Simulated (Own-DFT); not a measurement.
# How HSE06 shifts the pressure of monoclinic HfO2, 94 atoms (Hf32O62), with two O vacancies

All values are computed. Each geometry was run twice at fixed positions with Own-DFT, a retired in-house plane-wave program that no person has reviewed: with PBE, and with HSE06 (exact exchange share 0.25 at short range, screening 0.11 per bohr, Gygi-Baldereschi treatment of its divergence). Both used PseudoDojo norm-conserving files made for PBE, a cutoff of 48 hartree, the Gamma point alone, fixed occupations, a neutral cell and no spin. With Gamma alone and a thickness of 10.1 Å, finite-size errors remain in every number. The hafnium file keeps the 4f electrons in the core, and its forces lie about 75 meV/Å off all-electron values. The oxygen file's force components were 24 meV/Å off all-electron values in a glass.

Unstrained cell vectors in Å: (10.234, 0.000, 0.000); (0.000, 10.350, 0.000); (-1.695, 0.000, 10.445), volume V0 = 1106.4 Å³, from measured lattice constants. Each geometry has its own random strain of a few per cent, its own defect sites and random moves of rms u per axis. HSE06 gave the energy alone. D is its energy less that of PBE, over the lowest D shown. The PBE stress wasn't checked against mesh or cutoff.

```
run  V - V0 (Å³)   u (Å)  P with PBE (GPa)  D (eV)
  1        -25.6  0.0295             10.39   0.112
  2          9.2  0.0289              1.75   1.113
  3        -18.6  0.0313              8.45   0.292
  4         19.8  0.0494              1.43   1.469
  5        -33.5  0.0301             11.49   0.000
  6         15.5  0.0503              1.22   1.507
  7        -13.5  0.0283              7.96   0.450
  8        -24.5  0.0491             11.77   0.382
  9         17.0  0.0520              1.41   1.475
 10        -19.5  0.0296              7.50   0.426
 11         -5.8  0.0515              7.61   0.827
 12         12.2  0.0314              2.45   1.193
 13          9.6  0.0530              3.19       ?
```

## What the rows give

D = 0.76 + 0.0266 (V - V0) + 98 u² eV, with an error of 0.0011 on the volume slope, 25 on the last term and a scatter of 0.06 eV. Pressure is -dE/dV, and 1 eV/Å³ is 160.2 GPa, so HSE06 changes the pressure by -4.3 ± 0.2 GPa. With the ions held to the strained lattice, the PBE pressure falls by 255 ± 15 GPa per unit of volume strain; the shape of the strain isn't fitted, so the true error is larger, and a relaxed crystal would be softer. On that slope HSE06's volume at a given pressure is about 1.7 % smaller, or 0.6 % in lengths. At u = 0 and V0 the PBE pressure is 3.4 GPa, which puts the zero-pressure volume, against the measured cell and with the defects in, at +1.3 % for PBE and -0.3 % for HSE06, each good to a few tenths of a per cent.

## Withheld run

The question: what D should run 13 give?

The fit gives 1.29 eV, with rows scattering by 0.06. The calculation gave 1.224 eV.
